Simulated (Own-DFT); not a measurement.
GaP (zincblende, atoms displaced) (calculated)

All values are calculated (Own-DFT development build). A calculation, not a measurement: plane-wave PBE density functional theory by an unreviewed code, no spin, of a simulated periodic cell, stress positive in tension, free energy of the whole cell less one offset for each atom, forces on such cells passed a denser k mesh, this cell's mesh not checked; offsets are fitted by least squares, one for each functional and potential file, so energies compare only between cells with the same atoms and settings and are not formation energies; the far tail of each file's local potential was reset to the Coulomb form; each entry is a single point on an unrelaxed cell, so the pressure reflects the starting lattice, mostly measured values (interpolated for alloys), from which strain is counted, and rises with the displacements; printed positions are rounded, which can move forces by about a meV/angstrom; the program, named Own-DFT, is a retired in-house code; no spin-orbit coupling.

Common to all runs: functional PBE; potential files PseudoDojo norm-conserving, scalar-relativistic, standard set; wave cutoff 42 hartree; occupations Fermi-Dirac; smearing width 0.1 eV; k mesh 3 x 3 x 3 centred on Gamma.

```json
{"entry": 1, "formula": "GaP", "kind": "zincblende, atoms displaced", "structure": {"cell_angstrom": [[10.901, 0.0, 0.0], [0.0, 10.901, 0.0], [0.0, 0.0, 10.901]], "atoms_fractional": [["Ga", 0.00187, 0.0002, 8e-05], ["Ga", 0.99857, 0.24844, 0.24942], ["Ga", 0.25125, 0.00066, 0.25155], ["Ga", 0.25121, 0.24791, 0.00015], ["P", 0.12628, 0.12778, 0.12695], ["P", 0.1235, 0.37598, 0.3781], ["P", 0.37614, 0.12642, 0.37339], ["P", 0.37571, 0.37295, 0.12168], ["Ga", 0.99853, 0.0, 0.50231], ["Ga", 0.99961, 0.25163, 0.75124], ["Ga", 0.25201, 0.00077, 0.74852], ["Ga", 0.2498, 0.2487, 0.50008], ["P", 0.1289, 0.12389, 0.6254], ["P", 0.12737, 0.37333, 0.8745], ["P", 0.37985, 0.12194, 0.8742], ["P", 0.37185, 0.37326, 0.62273], ["Ga", 0.99839, 0.50183, 0.99861], ["Ga", 0.00151, 0.75154, 0.25], ["Ga", 0.24697, 0.49907, 0.25018], ["Ga", 0.2485, 0.75145, 0.00092], ["P", 0.12919, 0.62402, 0.12407], ["P", 0.12173, 0.8728, 0.37514], ["P", 0.37589, 0.62208, 0.37453], ["P", 0.37729, 0.87304, 0.12668], ["Ga", 0.99844, 0.49939, 0.50174], ["Ga", 0.99974, 0.75042, 0.74862], ["Ga", 0.24906, 0.49925, 0.75159], ["Ga", 0.25072, 0.75262, 0.50178], ["P", 0.12303, 0.62258, 0.62447], ["P", 0.12353, 0.87553, 0.87642], ["P", 0.37709, 0.6234, 0.87874], ["P", 0.3739, 0.87498, 0.62446], ["Ga", 0.50159, 0.99928, 0.00056], ["Ga", 0.50172, 0.25449, 0.25144], ["Ga", 0.75137, 0.99758, 0.24673], ["Ga", 0.7524, 0.24684, 0.99937], ["P", 0.62556, 0.12406, 0.1245], ["P", 0.62264, 0.37808, 0.37662], ["P", 0.87297, 0.12389, 0.37597], ["P", 0.87587, 0.37531, 0.12461], ["Ga", 0.49873, 0.00169, 0.49976], ["Ga", 0.49949, 0.25057, 0.75073], ["Ga", 0.7518, 0.99941, 0.75106], ["Ga", 0.74996, 0.24847, 0.50166], ["P", 0.6223, 0.12141, 0.62539], ["P", 0.62794, 0.37437, 0.87258], ["P", 0.87456, 0.12403, 0.8748], ["P", 0.87647, 0.37401, 0.62496], ["Ga", 0.50327, 0.49833, 0.00042], ["Ga", 0.49917, 0.74962, 0.24911], ["Ga", 0.74981, 0.50362, 0.25471], ["Ga", 0.74993, 0.75012, 0.99996], ["P", 0.6279, 0.62646, 0.12487], ["P", 0.6279, 0.87574, 0.37292], ["P", 0.87867, 0.62259, 0.37741], ["P", 0.8751, 0.87573, 0.12505], ["Ga", 0.50324, 0.49978, 0.50065], ["Ga", 0.5017, 0.75138, 0.74884], ["Ga", 0.75004, 0.50282, 0.74878], ["Ga", 0.75245, 0.75426, 0.49695], ["P", 0.62266, 0.62399, 0.62847], ["P", 0.62203, 0.87873, 0.87437], ["P", 0.87397, 0.62377, 0.87505], ["P", 0.8753, 0.87487, 0.62355]]}, "results": {"free_energy_of_cell_above_offsets [eV]": "-35.731", "pressure [GPa]": 2.71, "stress_xx [GPa]": -2.7, "stress_yy [GPa]": -2.7, "stress_zz [GPa]": -2.72, "stress_yz [GPa]": -0.01, "stress_xz [GPa]": -0.3, "stress_xy [GPa]": -0.04, "force_element": ["Ga", "Ga", "Ga", "Ga", "P", "P", "P", "P", "Ga", "Ga", "Ga", "Ga", "P", "P", "P", "P", "Ga", "Ga", "Ga", "Ga", "P", "P", "P", "P", "Ga", "Ga", "Ga", "Ga", "P", "P", "P", "P", "Ga", "Ga", "Ga", "Ga", "P", "P", "P", "P", "Ga", "Ga", "Ga", "Ga", "P", "P", "P", "P", "Ga", "Ga", "Ga", "Ga", "P", "P", "P", "P", "Ga", "Ga", "Ga", "Ga", "P", "P", "P", "P"], "force_x [eV/angstrom]": [-0.096, 0.02, -0.133, 0.144, -0.035, -0.027, -0.003, -0.048, 0.277, 0.244, -0.066, -0.028, -0.615, -0.32, -0.521, 0.427, 0.398, -0.118, 0.433, 0.375, -0.702, 0.456, -0.121, -0.358, 0.207, 0.012, 0.268, -0.177, 0.33, 0.282, -0.16, 0.285, -0.209, -0.097, -0.117, -0.22, -0.001, 0.664, 0.139, -0.276, 0.074, 0.037, -0.219, -0.281, 0.362, -0.036, 0.361, -0.357, 0.095, 0.27, 0.129, -0.057, -0.247, -0.533, -0.236, 0.266, -0.639, -0.438, 0.104, -0.282, 0.519, 0.576, 0.085, -0.068], "force_y [eV/angstrom]": [0.211, 0.293, -0.225, -0.112, -0.447, -0.318, 0.043, 0.289, 0.157, -0.311, -0.18, 0.034, 0.133, 0.111, 0.225, 0.262, -0.284, -0.495, -0.269, -0.093, 0.17, 0.502, 0.312, 0.393, -0.156, -0.163, 0.142, -0.564, 0.342, -0.009, 0.313, 0.024, 0.041, -0.342, 0.368, 0.345, 0.234, -0.354, -0.016, 0.091, -0.314, 0.076, -0.016, 0.06, 0.404, -0.062, -0.025, 0.082, -0.009, -0.221, -0.317, 0.229, -0.179, 0.006, 0.538, -0.242, 0.076, -0.127, -0.402, -0.652, 0.466, -0.529, 0.418, 0.042], "force_z [eV/angstrom]": [0.2, 0.32, -0.074, -0.287, -0.153, -0.324, 0.114, 0.423, -0.211, -0.098, 0.381, -0.24, 0.03, 0.295, 0.185, 0.303, 0.134, -0.256, 0.027, -0.125, 0.051, 0.186, 0.149, -0.226, 0.024, 0.139, -0.133, -0.318, 0.184, -0.363, -0.411, 0.034, 0.273, -0.331, 0.241, 0.105, 0.21, 0.002, -0.168, 0.165, -0.253, -0.254, -0.205, -0.048, 0.138, 0.213, -0.055, 0.104, 0.002, 0.282, -0.398, -0.231, 0.13, 0.083, -0.199, -0.239, 0.262, 0.338, 0.029, 0.248, -0.665, 0.028, -0.143, 0.377]}}
{"entry": 2, "formula": "GaP", "kind": "zincblende, atoms displaced", "structure": {"cell_angstrom": [[10.901, 0.0, 0.0], [0.0, 10.901, 0.0], [0.0, 0.0, 10.901]], "atoms_fractional": [["Ga", 0.00143, 0.99816, 0.00139], ["Ga", 0.00178, 0.25279, 0.25323], ["Ga", 0.2501, 0.99777, 0.2521], ["Ga", 0.24991, 0.25352, 6e-05], ["P", 0.12526, 0.12478, 0.1269], ["P", 0.12472, 0.37385, 0.37513], ["P", 0.37273, 0.12558, 0.37342], ["P", 0.37554, 0.37304, 0.12407], ["Ga", 0.99715, 0.00287, 0.50041], ["Ga", 0.00172, 0.25138, 0.75007], ["Ga", 0.24533, 3e-05, 0.74897], ["Ga", 0.25166, 0.25115, 0.49798], ["P", 0.12464, 0.12492, 0.62712], ["P", 0.12299, 0.3799, 0.87732], ["P", 0.3784, 0.12624, 0.877], ["P", 0.37607, 0.3745, 0.62346], ["Ga", 0.99868, 0.50044, 0.00135], ["Ga", 0.00013, 0.75013, 0.24861], ["Ga", 0.25222, 0.50117, 0.25142], ["Ga", 0.25273, 0.7491, 0.99894], ["P", 0.12458, 0.62221, 0.12558], ["P", 0.12555, 0.87625, 0.37472], ["P", 0.37431, 0.62553, 0.37595], ["P", 0.37749, 0.87472, 0.12472], ["Ga", 0.99886, 0.50182, 0.49793], ["Ga", 0.00275, 0.74559, 0.7513], ["Ga", 0.25123, 0.49827, 0.74967], ["Ga", 0.25191, 0.75089, 0.50375], ["P", 0.12668, 0.62235, 0.62557], ["P", 0.12589, 0.87475, 0.87638], ["P", 0.37777, 0.62336, 0.87288], ["P", 0.37562, 0.87143, 0.62255], ["Ga", 0.5025, 0.99501, 0.99626], ["Ga", 0.50243, 0.2492, 0.25025], ["Ga", 0.74984, 0.00253, 0.24837], ["Ga", 0.75051, 0.25209, 0.99914], ["P", 0.6265, 0.12381, 0.1274], ["P", 0.6253, 0.37385, 0.37519], ["P", 0.87326, 0.12445, 0.37309], ["P", 0.87766, 0.37599, 0.12483], ["Ga", 0.50228, 0.99997, 0.50221], ["Ga", 0.50158, 0.25029, 0.75085], ["Ga", 0.75161, 0.99914, 0.75161], ["Ga", 0.74792, 0.25062, 0.49961], ["P", 0.62453, 0.12441, 0.62658], ["P", 0.62463, 0.37774, 0.87739], ["P", 0.87295, 0.12553, 0.87553], ["P", 0.8733, 0.37486, 0.62264], ["Ga", 0.50313, 0.49945, 0.99699], ["Ga", 0.50088, 0.74843, 0.25219], ["Ga", 0.74855, 0.5018, 0.24995], ["Ga", 0.75403, 0.75006, 0.99902], ["P", 0.62765, 0.62925, 0.12675], ["P", 0.6272, 0.87533, 0.37605], ["P", 0.87396, 0.62623, 0.37471], ["P", 0.8736, 0.8712, 0.12475], ["Ga", 0.50025, 0.50177, 0.49695], ["Ga", 0.50254, 0.74638, 0.74988], ["Ga", 0.75191, 0.49808, 0.74745], ["Ga", 0.7495, 0.7501, 0.50012], ["P", 0.62255, 0.62495, 0.62899], ["P", 0.62347, 0.87595, 0.87563], ["P", 0.87558, 0.62458, 0.87355], ["P", 0.87656, 0.87359, 0.6262]]}, "results": {"free_energy_of_cell_above_offsets [eV]": "-35.726", "pressure [GPa]": 2.72, "stress_xx [GPa]": -2.72, "stress_yy [GPa]": -2.72, "stress_zz [GPa]": -2.72, "stress_yz [GPa]": -0.25, "stress_xz [GPa]": -0.05, "stress_xy [GPa]": 0.16, "force_element": ["Ga", "Ga", "Ga", "Ga", "P", "P", "P", "P", "Ga", "Ga", "Ga", "Ga", "P", "P", "P", "P", "Ga", "Ga", "Ga", "Ga", "P", "P", "P", "P", "Ga", "Ga", "Ga", "Ga", "P", "P", "P", "P", "Ga", "Ga", "Ga", "Ga", "P", "P", "P", "P", "Ga", "Ga", "Ga", "Ga", "P", "P", "P", "P", "Ga", "Ga", "Ga", "Ga", "P", "P", "P", "P", "Ga", "Ga", "Ga", "Ga", "P", "P", "P", "P"], "force_x [eV/angstrom]": [-0.259, -0.222, 0.094, -0.146, 0.041, 0.211, 0.512, 0.294, 0.194, -0.264, 0.807, -0.195, -0.014, 0.232, -0.519, 0.094, -0.043, 0.143, -0.11, -0.061, 0.241, -0.23, 0.009, -0.129, 0.061, 0.004, 0.059, -0.468, -0.056, -0.052, -0.246, 0.19, -0.283, -0.314, 0.128, -0.053, -0.221, -0.055, 0.126, -0.392, -0.346, -0.097, -0.103, 0.095, 0.256, 0.424, 0.452, 0.37, -0.308, -0.027, 0.218, -0.436, -0.266, -0.173, 0.064, 0.261, 0.035, -0.394, -0.22, -0.004, 0.576, 0.596, -0.077, -0.004], "force_y [eV/angstrom]": [0.21, -0.412, 0.149, -0.427, 0.093, 0.467, -0.199, 0.462, -0.228, 0.04, -0.097, -0.206, 0.31, -0.44, -0.203, 0.031, 0.212, -0.053, -0.324, -0.122, 0.368, -0.278, 0.103, -0.111, -0.133, 0.386, -0.032, -0.184, 0.096, -0.21, 0.034, 0.562, 0.699, -0.054, -0.539, -0.136, 0.141, 0.307, 0.34, -0.084, 0.032, 0.089, -0.019, -0.322, 0.075, -0.38, -0.013, -0.103, 0.372, 0.324, -0.225, -0.024, -0.438, 0.114, -0.01, 0.612, -0.156, 0.583, 0.133, -0.057, -0.284, -0.592, -0.183, -0.061], "force_z [eV/angstrom]": [0.067, -0.393, -0.4, -0.049, -0.108, 0.198, 0.238, 0.198, -0.016, 0.16, 0.208, 0.296, -0.495, -0.29, -0.255, 0.073, -0.019, 0.177, -0.196, 0.187, -0.074, 0.351, -0.021, 0.137, 0.092, -0.119, 0.012, -0.476, -0.155, -0.091, 0.191, 0.705, 0.669, -0.059, 0.102, 0.326, -0.68, -0.116, 0.215, 0.242, -0.33, 0.013, -0.163, 0.033, 0.023, -0.554, 0.035, 0.034, 0.755, -0.049, -0.06, -0.185, -0.401, -0.124, -0.01, 0.092, 0.331, 0.176, 0.265, 0.298, -0.74, -0.387, 0.073, 0.041]}}
{"entry": 3, "formula": "GaP", "kind": "zincblende, atoms displaced", "structure": {"cell_angstrom": [[10.901, 0.0, 0.0], [0.0, 10.901, 0.0], [0.0, 0.0, 10.901]], "atoms_fractional": [["Ga", 0.99807, 0.00118, 0.00094], ["Ga", 0.99555, 0.24913, 0.24979], ["Ga", 0.25045, 0.00139, 0.24867], ["Ga", 0.25391, 0.24657, 0.99965], ["P", 0.12744, 0.12302, 0.12178], ["P", 0.12144, 0.37748, 0.37838], ["P", 0.3737, 0.12419, 0.37497], ["P", 0.37733, 0.37497, 0.12519], ["Ga", 0.999, 0.00061, 0.50035], ["Ga", 1e-05, 0.24948, 0.75137], ["Ga", 0.24991, 0.99745, 0.7465], ["Ga", 0.24758, 0.25072, 0.49916], ["P", 0.12412, 0.12546, 0.62544], ["P", 0.1258, 0.3757, 0.87474], ["P", 0.37562, 0.12671, 0.87326], ["P", 0.3793, 0.37483, 0.62869], ["Ga", 0.00333, 0.49797, 0.99806], ["Ga", 0.00282, 0.75278, 0.24679], ["Ga", 0.2511, 0.50209, 0.249], ["Ga", 0.24899, 0.74673, 0.99813], ["P", 0.12551, 0.626, 0.12577], ["P", 0.12423, 0.87375, 0.37744], ["P", 0.37332, 0.6245, 0.37309], ["P", 0.37681, 0.87495, 0.12462], ["Ga", 0.00023, 0.50325, 0.5015], ["Ga", 0.00062, 0.74974, 0.75106], ["Ga", 0.25234, 0.4991, 0.75211], ["Ga", 0.25201, 0.74964, 0.49897], ["P", 0.12612, 0.62272, 0.62661], ["P", 0.12534, 0.87634, 0.87859], ["P", 0.37249, 0.62664, 0.87624], ["P", 0.3755, 0.87478, 0.62631], ["Ga", 0.50165, 0.99715, 0.00259], ["Ga", 0.50067, 0.24986, 0.2514], ["Ga", 0.75092, 0.99874, 0.25062], ["Ga", 0.75277, 0.25011, 0.99983], ["P", 0.62596, 0.12592, 0.12592], ["P", 0.62466, 0.37572, 0.37573], ["P", 0.87067, 0.12514, 0.37562], ["P", 0.87702, 0.3771, 0.1233], ["Ga", 0.49796, 0.00328, 0.49973], ["Ga", 0.50316, 0.24973, 0.75054], ["Ga", 0.74935, 0.00069, 0.74948], ["Ga", 0.75022, 0.25021, 0.49978], ["P", 0.62513, 0.12824, 0.62782], ["P", 0.62597, 0.37522, 0.87501], ["P", 0.87613, 0.12688, 0.8736], ["P", 0.87578, 0.37666, 0.62353], ["Ga", 0.50089, 0.50022, 0.99986], ["Ga", 0.49921, 0.74728, 0.24616], ["Ga", 0.74988, 0.49992, 0.25006], ["Ga", 0.75144, 0.75146, 0.00083], ["P", 0.62453, 0.62311, 0.12103], ["P", 0.62235, 0.87516, 0.37395], ["P", 0.8744, 0.62597, 0.37745], ["P", 0.87531, 0.87713, 0.12728], ["Ga", 0.49894, 0.4999, 0.49858], ["Ga", 0.50117, 0.74877, 0.75133], ["Ga", 0.75122, 0.49991, 0.7507], ["Ga", 0.7498, 0.74891, 0.50258], ["P", 0.62376, 0.62384, 0.62532], ["P", 0.62572, 0.87514, 0.87364], ["P", 0.87516, 0.62414, 0.87613], ["P", 0.87231, 0.8793, 0.62055]]}, "results": {"free_energy_of_cell_above_offsets [eV]": "-35.802", "pressure [GPa]": 2.7, "stress_xx [GPa]": -2.7, "stress_yy [GPa]": -2.7, "stress_zz [GPa]": -2.69, "stress_yz [GPa]": -0.19, "stress_xz [GPa]": 0.25, "stress_xy [GPa]": 0.12, "force_element": ["Ga", "Ga", "Ga", "Ga", "P", "P", "P", "P", "Ga", "Ga", "Ga", "Ga", "P", "P", "P", "P", "Ga", "Ga", "Ga", "Ga", "P", "P", "P", "P", "Ga", "Ga", "Ga", "Ga", "P", "P", "P", "P", "Ga", "Ga", "Ga", "Ga", "P", "P", "P", "P", "Ga", "Ga", "Ga", "Ga", "P", "P", "P", "P", "Ga", "Ga", "Ga", "Ga", "P", "P", "P", "P", "Ga", "Ga", "Ga", "Ga", "P", "P", "P", "P"], "force_x [eV/angstrom]": [0.095, 0.501, -0.093, -0.217, -0.397, 0.259, -0.076, -0.23, 0.091, 0.072, -0.093, 0.262, 0.026, 0.277, 0.226, -0.46, -0.119, -0.307, -0.285, 0.035, -0.069, 0.208, 0.324, -0.455, -0.117, -0.116, -0.065, -0.192, 0.174, -0.133, 0.501, 0.2, -0.056, -0.023, -0.421, -0.225, 0.107, 0.069, 0.438, -0.168, 0.278, -0.17, 0.079, -0.13, 0.06, 0.071, -0.19, -0.002, -0.211, 0.157, 0.067, -0.034, 0.292, 0.098, 0.139, -0.009, -0.042, -0.14, -0.098, -0.316, 0.084, 0.086, 0.105, 0.28], "force_y [eV/angstrom]": [-0.02, 0.011, -0.401, 0.472, 0.374, -0.18, 0.366, -0.03, 0.217, 0.331, 0.295, 0.177, -0.083, -0.419, -0.626, -0.067, 0.343, -0.262, -0.496, 0.548, -0.212, 0.327, 0.093, -0.238, -0.062, 0.279, -0.021, -0.07, 0.378, -0.084, -0.301, -0.148, 0.461, -0.013, 0.102, 0.095, -0.104, -0.078, -0.108, -0.102, -0.233, 0.151, 0.08, 0.22, -0.368, 0.0, -0.324, -0.201, -0.142, 0.13, 0.098, -0.049, 0.245, -0.204, 0.15, -0.161, 0.044, 0.036, -0.032, 0.214, 0.002, -0.026, 0.143, -0.518], "force_z [eV/angstrom]": [-0.15, 0.012, 0.156, -0.032, 0.458, -0.62, -0.04, 0.025, -0.208, -0.283, 0.459, 0.233, -0.053, 0.081, -0.02, -0.463, 0.165, 0.515, 0.099, 0.396, -0.223, -0.293, 0.139, -0.056, 0.016, -0.166, -0.196, 0.277, -0.014, -0.396, -0.135, -0.263, -0.356, -0.002, 0.103, 0.06, -0.093, -0.086, -0.061, 0.134, 0.192, 0.259, 0.009, 0.201, -0.481, 0.106, 0.16, 0.214, -0.276, 0.241, 0.003, -0.089, 0.398, 0.151, -0.498, -0.286, 0.12, -0.074, -0.101, -0.307, 0.049, 0.207, -0.01, 0.694]}}
```
